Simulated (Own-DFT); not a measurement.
# Biaxial strain at fixed height in wurtzite AlGaN with randomly placed atoms, 72 atoms (Al9Ga27N36)

Source: density functional calculations with Own-DFT, an unreviewed in-house program that is no longer used. Nothing was measured or relaxed, and spin and spin-orbit coupling are left out.

Method: PBE; PseudoDojo norm-conserving scalar-relativistic files (stringent for Ga); cutoff 96 hartree; 4 x 4 x 3 k mesh centred on Gamma; Gaussian smearing of 0.01 eV.

Keep in mind: forces on such cells passed a denser k mesh, each cell not checked; stress not checked against mesh or cutoff.

Unstrained cell vectors in Å: (9.509, 0.000, 0.000); (-4.755, 8.235, 0.000); (0.000, 0.000, 10.268). The unstrained cell has measured lattice constants (interpolated for alloys), not those of this functional. That, the random moves and any unrelaxed bonds set the pressure at no strain. Each run strains x and y alike by e, as a substrate would, and holds the height along z. Random moves of width 0.05 Å per axis were added to every atom. The random placing of the alloy's atoms differs from row to row. Stress is positive in tension.

```
e (%)  u (Å)  (s_xx + s_yy)/2 (GPa)  s_zz (GPa)
-3.00  0.055                 -26.38      -13.29
-2.75  0.047                 -23.66      -12.50
-1.75  0.049                      ?           ?
-1.25  0.047                 -13.15      -10.71
-0.50  0.048                 -10.20       -7.02
-0.25  0.054                  -8.85       -7.70
 0.25  0.045                  -5.86       -5.76
 0.50  0.046                  -3.69       -6.60
 2.00  0.051                   3.03       -4.52
 2.50  0.052                   5.35       -4.52
```

## Analysis

With e as a fraction, the in-plane stress is -6.9 + 552 e - 2668 e² GPa (errors 13 and 679, scatter 0.65), and s_zz is -7.6 + 169 e GPa (slope ± 19, scatter 1.00). At e = 0 the first slope is C11 + C12 and the second 2 C13, both with the ions held to the strained lattice and at the cell's own pressure. The term in e² is negative: the layer stiffens under compression and softens under tension. A free layer would change its height as e changes, and the in-plane slope would drop by 2 C13²/C33 to the biaxial modulus. At fixed height, a misfit of 1 % moves the in-plane stress by about 5.5 GPa and s_zz by 1.7 GPa.

## Prediction

Asked: what are the two stresses at e = -1.75 %?

From the fit: -17.3 and -10.6 GPa. The run itself gave -17.19 and -9.82 GPa.
